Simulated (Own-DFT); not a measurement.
# A change of arrangement and its cost: C34N2Si36, 72 atoms

All numbers below are calculated, not measured. They come from Own-DFT, an in-house plane-wave density functional program, since retired, whose code no person has reviewed. Each row is one single-point run on a periodic cell that was not relaxed, without spin or spin-orbit coupling.

Settings of every run: PBE; PseudoDojo norm-conserving scalar-relativistic files; cutoff 42 hartree; 4 x 4 x 3 k mesh centred on Gamma; Fermi-Dirac smearing of 0.1 eV.

Known limits: not probed for a lower state with spin; forces on such cells passed a denser k mesh, each cell not checked; stress not checked against mesh or cutoff.

All cells hold the same atoms in the same cell, with vectors in Å (9.248, 0.000, 0.000); (-4.624, 8.009, 0.000); (0.000, 0.000, 10.068). Every atom was moved at random from its ideal site; u is the rms move along one axis. The defect's site can differ from row to row. E is the free energy of the cell above the lowest run. The arrangements:

- A: 4H SiC, with two N on a C site each, 3.1 Å apart
- B: 2H SiC, with two N on a C site each, 3.1 Å apart

```
arrangement,u (Å),E (eV),P (GPa)
A,0.0298,0.092,2.68
A,0.0298,0.000,2.62
A,0.0325,0.498,2.79
A,0.0492,4.379,4.35
A,0.0507,4.193,4.03
A,0.0544,4.976,4.41
B,0.0300,1.171,2.97
B,0.0308,0.983,3.01
B,0.0310,0.963,2.83
B,0.0483,4.893,4.15
B,0.0494,4.314,3.93
B,0.0500,4.681,4.12
```

Question: once the cost of the random moves is taken out, how do the arrangements rank?

## Worked answer

Fit E = a + b u², with one b for all and one a for each arrangement, and with residuals divided by u², since the noise grows with the moves. Then b = 2472 eV/Å², the scatter at u = 0.04 Å is 0.25 eV, and against A:

- B: 0.84 ± 0.11 eV (higher)

These are energies of unrelaxed cells. Relaxing the atoms lowers the strained arrangements most, so the gaps would shrink and small ones could change sign.
